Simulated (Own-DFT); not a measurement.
# A layer strained by its substrate: diamond-structure GeSn with randomly placed atoms, 64 atoms (Ge52Sn12)

Calculated, not measured: single-point runs of Own-DFT, a retired in-house plane-wave DFT program that no person has reviewed, on unrelaxed cells, without spin or spin-orbit coupling.

Method: PBE; PseudoDojo norm-conserving scalar-relativistic files; cutoff 49 hartree; 3 x 3 x 3 k mesh centred on Gamma; Fermi-Dirac smearing of 0.1 eV.

Known weak points: forces on such cells moved up to 12 meV/angstrom on a denser k mesh; stress not checked against mesh or cutoff.

Unstrained cell vectors in Å: (11.628, 0.000, 0.000); (0.000, 11.628, 0.000); (0.000, 0.000, 11.628). The unstrained cell has measured lattice constants (interpolated for alloys), not those of this functional. That, the random moves and any unrelaxed bonds set the pressure at no strain. Each run strains x and y alike by e, as a substrate would, and holds the height along z. Each atom got a random Gaussian move of width 0.05 Å along each axis. The random placing of the alloy's atoms differs from row to row. Stress is positive in tension.

| e (%) | u (Å) | (s_xx + s_yy)/2 (GPa) | s_zz (GPa) |
|---|---|---|---|
| -2.75 | 0.049 | -10.47 | -8.99 |
| -2.50 | 0.048 | -10.36 | -8.90 |
| -2.25 | 0.048 | ? | ? |
| -1.75 | 0.050 | -8.78 | -7.64 |
| -0.50 | 0.050 | -6.27 | -5.93 |
| 0.25 | 0.051 | -4.88 | -5.01 |
| 1.50 | 0.050 | -3.20 | -3.88 |
| 2.50 | 0.049 | -1.65 | -2.92 |
| 2.75 | 0.052 | -1.54 | -2.83 |
| 3.00 | 0.051 | -1.05 | -2.53 |

## Worked fit

With e as a fraction, the in-plane stress is -5.4 + 169 e - 805 e² GPa (errors 3 and 180, scatter 0.17), and s_zz is -5.4 + 116 e - 769 e² GPa (slope ± 2, scatter 0.10). At e = 0 the first slope is C11 + C12 and the second 2 C12, both with the ions held to the strained lattice and at the cell's own pressure. The term in e² is negative: the layer stiffens under compression and softens under tension. A free layer would change its height as e changes, and the in-plane slope would drop by 2 C12²/C11 to the biaxial modulus. At fixed height, a misfit of 1 % moves the in-plane stress by about 1.7 GPa and s_zz by 1.2 GPa.

## Test on the hidden row

Asked: what are the two stresses at e = -2.25 %?

The fitted form gives -9.7 and -8.4 GPa. DFT gave -9.50 and -8.25 GPa.
